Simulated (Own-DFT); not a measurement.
# One trend across several semiconductors

The numbers are computed, not measured, by runs of the plane-wave DFT program Own-DFT (in-house, retired, unreviewed) at fixed positions, with no spin and no spin-orbit coupling.

Known weak points (not all hold for every row): forces on such cells moved up to 12 meV/angstrom on a denser k mesh; k mesh not checked against a denser one; forces on such cells passed a denser k mesh, each cell not checked; stress not checked against mesh or cutoff.

All runs are PBE with PseudoDojo norm-conserving files; cutoff and k mesh are each material's own. Every cell starts from measured lattice constants and was given uniform random strains and small random moves of its atoms. Each triple is the change of volume in per cent, the rms move u in Å and the pressure in GPa.

- 3C SiC (C48Si48), 10.36 Å³/atom unstrained: (-1.17, 0.052, 8.57); (-0.26, 0.049, 6.36); (0.55, 0.050, 4.60); (0.58, 0.049, 4.27); (0.76, 0.051, 3.80); (3.41, 0.048, -1.45); (3.75, 0.054, -1.96)
- wurtzite AlN (Al36N36), 10.45 Å³/atom unstrained: (-3.02, 0.048, 12.85); (-2.92, 0.050, 11.85); (-1.96, 0.048, 10.15); (-1.90, 0.046, 9.55); (-1.65, 0.050, 9.25); (0.60, 0.049, 4.32); (1.08, 0.048, 3.38)
- wurtzite GaN (Ga48N48), 11.42 Å³/atom unstrained: (-3.47, 0.048, 14.94); (-0.85, 0.050, 9.22); (-0.46, 0.053, 8.55); (1.20, 0.051, 4.91); (1.47, 0.048, 4.10); (2.37, 0.050, 2.53); (2.96, 0.049, 1.60)
- diamond silicon (Si64), 20.02 Å³/atom unstrained: (-3.29, 0.046, 6.25); (-3.11, 0.058, 6.06); (-2.02, 0.044, 4.77); (-1.13, 0.052, 3.81); (0.51, 0.047, 2.03); (1.89, 0.052, 1.16); (1.98, 0.047, 0.87)
- zincblende GaP (Ga32P32), 20.24 Å³/atom unstrained: withheld
- grey tin (Sn64), 34.15 Å³/atom unstrained: (-3.37, 0.048, 5.59); (-2.37, 0.053, 5.10); (-0.45, 0.050, 3.93); (-0.25, 0.052, 3.94); (0.52, 0.046, 3.54); (0.53, 0.046, 3.45); (1.82, 0.052, 2.77)

## What the rows give

Fit a line to each set against the fractional change of volume; B is minus its slope, and u is nearly the same within a set. To take it to zero pressure, assume that B rises by 4 GPa for each GPa: B0 = B - 4 x (mean pressure). The bond length of an ideal tetrahedral crystal with the unstrained volume v is d = (√3/4)(8 v)^(1/3). Cohen's empirical rule reads B0 = (1971 - 220 L) d^(-3.5) GPa, with L = 0 for group IV crystals and SiC and 1 for III-V compounds.

```
material,L,d (Å),B (GPa),mean P (GPa),B0 (GPa),rule (GPa)
3C SiC (C48Si48),0,1.888,212 ± 6,3.5,198 ± 6,213
wurtzite AlN (Al36N36),1,1.893,222 ± 8,8.8,187 ± 8,188
wurtzite GaN (Ga48N48),1,1.950,210 ± 4,6.5,184 ± 4,169
diamond silicon (Si64),0,2.352,101 ± 4,3.6,87 ± 4,99
zincblende GaP (Ga32P32),1,2.360,?,?,?,87
grey tin (Sn64),0,2.810,54 ± 1,4.0,38 ± 1,53
```

A line through ln[B0/(1971 - 220 L)] against ln d has a slope of -4.3 ± 0.2 and a scatter of 8 %. Against the rule, B0 stands at 93 % for 3C SiC, 100 % for wurtzite AlN, 109 % for wurtzite GaN, 88 % for diamond silicon, 72 % for grey tin. PBE tends to make silicon and heavier crystals too soft, and the rule itself is only a guide.

## Check

Asked: what B0 does the fitted trend give for zincblende GaP (Ga32P32)?

The straight line predicts 74 GPa. Its own runs give B = 89 ± 3 GPa at a mean pressure of 3.6 GPa, so B0 = 75 GPa.
